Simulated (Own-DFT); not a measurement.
# Which defects push the lattice out? wurtzite GaN

Calculated, not measured: single-point runs of Own-DFT, a retired in-house plane-wave DFT program that no person has reviewed, on unrelaxed cells, without spin or spin-orbit coupling.

Common settings: PBE; PseudoDojo norm-conserving scalar-relativistic files; cutoff 42 hartree; 4 x 4 x 3 k mesh centred on Gamma; Fermi-Dirac smearing of 0.1 eV.

Caveats (not all hold for every row): not probed for a lower state with spin; forces not confirmed at this smearing and k mesh; stress not checked against mesh or cutoff.

All runs share one cell, with vectors in Å (9.567, 0.000, 0.000); (-4.784, 8.285, 0.000); (0.000, 0.000, 10.370) and a volume of 822.0 Å³. u is the rms random offset of the atoms per axis. The defect's site can differ from row to row.

| cell | formula | u (Å) | P (GPa) |
|---|---|---|---|
| no defect | Ga36N36 | 0.0186 | 5.86 |
| no defect | Ga36N36 | 0.0492 | 7.54 |
| no defect | Ga36N36 | 0.0524 | 7.51 |
| one Ga on an N site | Ga37N35 | 0.0292 | 11.72 |
| one Ga on an N site | Ga37N35 | 0.0507 | 12.57 |
| one Ga on an N site | Ga37N35 | 0.0512 | 13.27 |
| one N on a Ga site | Ga35N37 | 0.0273 | ? |
| one N on a Ga site | Ga35N37 | 0.0290 | 5.52 |
| one N on a Ga site | Ga35N37 | 0.0486 | 6.34 |
| one N on a Ga site | Ga35N37 | 0.0508 | 6.59 |

## Working it out

P = P0 + c u² + a shift for each defect gives P0 = 5.71 GPa, c = 685 ± 90 GPa/Å² and a scatter of 0.24 GPa. The shifts, and each times the cell's volume:

- one Ga on an N site: 5.43 ± 0.20 GPa, 27.9 eV
- one N on a Ga site: -0.88 ± 0.20 GPa, -4.5 eV

A positive shift means that the defect pushes the cell outwards. Shift times volume (160.2 GPa Å³ is 1 eV) depends little on the cell's size, so, taken for each site, it can be compared between cells at like pressure. The atoms around the defects weren't relaxed, which would change these numbers.

## Test on the hidden row

Asked: what pressure belongs in the blank (one N on a Ga site, u = 0.0273 Å)?

The fitted form gives 5.34 ± 0.30 GPa. The calculation gave 5.27 GPa.
